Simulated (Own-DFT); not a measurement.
# Strain and stress in wurtzite GaN, 72 atoms (Ga36N36)

Calculated results; nothing here was measured. The program, named Own-DFT, is a retired in-house plane-wave density functional code that no person has reviewed. Each row is one single-point run on a periodic cell that was not relaxed, without spin or spin-orbit coupling.

Settings of every run: PBE; PseudoDojo norm-conserving scalar-relativistic files; cutoff 42 hartree; 4 x 4 x 3 k mesh centred on Gamma; Fermi-Dirac smearing of 0.1 eV.

Known limits: forces not confirmed at this smearing and k mesh; stress not checked against mesh or cutoff.

Unstrained cell vectors in Å: (9.567, 0.000, 0.000); (-4.783, 8.285, 0.000); (0.000, 0.000, 10.370). The unstrained cell has measured lattice constants (interpolated for alloys), not those of this functional. That, the random moves and any unrelaxed bonds set the pressure at no strain. Each run strains this cell uniformly, with the atoms carried along. Every atom was also moved at random, by a Gaussian of width 0.05 Å on each axis. Strain is the symmetric tensor, in per cent. Stress is positive in tension, and the pressure is minus a third of its trace.

```
run,e_xx (%),e_yy (%),e_zz (%),e_yz (%),e_xz (%),e_xy (%),s_xx (GPa),s_yy (GPa),s_zz (GPa),s_yz (GPa),s_xz (GPa),s_xy (GPa),P (GPa),E (meV/atom)
1,1.65,0.96,1.50,1.15,0.65,0.38,0.67,-2.33,0.82,3.21,1.06,0.95,0.28,11.6
2,1.76,-0.04,1.50,0.13,-0.42,0.52,0.63,-3.48,-1.05,0.52,-1.10,1.14,1.30,0.0
3,1.42,-1.36,0.40,0.52,0.11,-1.77,-3.72,-10.54,-6.41,0.34,0.00,-5.68,6.89,17.9
4,0.65,1.66,0.86,1.67,1.42,-0.31,-3.33,1.10,-2.81,2.65,3.43,0.32,1.68,10.0
5,-1.20,0.52,1.90,0.01,-1.79,-0.97,-11.23,-4.90,-0.72,0.35,-3.74,-2.21,5.62,20.2
6,-1.65,-0.52,-0.90,0.15,-1.61,-0.53,-14.76,-12.42,-15.37,0.42,-3.91,-2.24,14.18,34.6
7,-1.02,-1.43,1.47,-0.63,-0.58,0.66,-16.05,-14.14,-1.25,-0.89,-1.30,1.49,10.48,34.0
8,-1.53,1.89,-1.28,1.14,0.86,-0.39,-12.94,-3.18,-12.96,2.15,0.11,-2.26,9.70,32.8
9,0.07,-0.72,1.42,0.24,1.23,1.07,-6.69,-9.96,-2.14,-0.23,2.45,3.48,6.27,13.6
10,1.42,1.59,0.82,-0.28,-0.64,-1.29,0.08,-0.36,-1.37,-1.32,-1.80,-3.22,0.55,7.4
11,-0.44,0.32,-1.35,-1.36,-1.81,0.65,-11.10,-8.10,-15.99,-3.75,-4.68,1.90,11.73,51.8
12,-0.46,1.50,-0.81,-0.03,-1.06,-1.36,-8.33,-2.39,-11.73,-0.84,-2.42,-4.29,7.49,24.0
13,-1.81,-0.13,1.76,-0.74,-0.45,0.89,-13.14,-10.58,-0.95,-1.77,-0.64,1.22,8.23,23.0
14,0.07,1.34,0.77,-0.91,0.55,-1.67,-4.57,-1.10,-4.98,-2.33,0.83,-4.06,3.55,9.9
15,1.09,-0.86,-1.84,0.29,0.93,0.85,-5.02,-13.07,-14.17,0.74,2.28,2.75,10.75,26.2
16,1.27,1.19,-1.89,1.92,0.29,0.50,?,?,?,?,?,?,?,?
```

E is the free energy for each atom above the lowest run shown.

## Worked fit

Each stress component was fitted by least squares to a constant and the strains of the runs shown, as fractions, with shears doubled. Shear strains stay in the fit of a normal stress only where such slopes are resolved. The slopes, in GPa:

| stress | at no strain | per e_xx | per e_yy | per e_zz | scatter |
|---|---|---|---|---|---|
| s_xx | -8.0 | 411 ± 26 | 131 ± 29 | 55 ± 25 | 1.22 |
| s_yy | -8.0 | 117 ± 23 | 413 ± 25 | 84 ± 23 | 1.08 |
| s_zz | -8.1 | 82 ± 27 | 46 ± 30 | 453 ± 27 | 1.28 |

Each shear stress against twice its own strain: yz 119 ± 13, xz 107 ± 10, xy 141 ± 12 GPa. These are stiffnesses along x, y and z of the frame in which the cell vectors are given, which need not be the crystal's axes. The atoms are held to the strained lattice; where symmetry lets them move under strain, relaxing them would lower some slopes. The table should be nearly symmetric about its diagonal, and what it lacks of that shows the noise. A ninth of its sum, 199 ± 4 GPa, estimates the bulk modulus near the mean pressure of these runs, 6.6 GPa, so it lies above the value at zero pressure.

## Withheld run

Question: what normal stresses and pressure should run 16 give?

The fit gives s_xx = -2.2, s_yy = -3.2, s_zz = -15.1 and P = 6.8 GPa. The calculation gave -3.39, -3.55, -15.30 and P = 7.41 GPa.
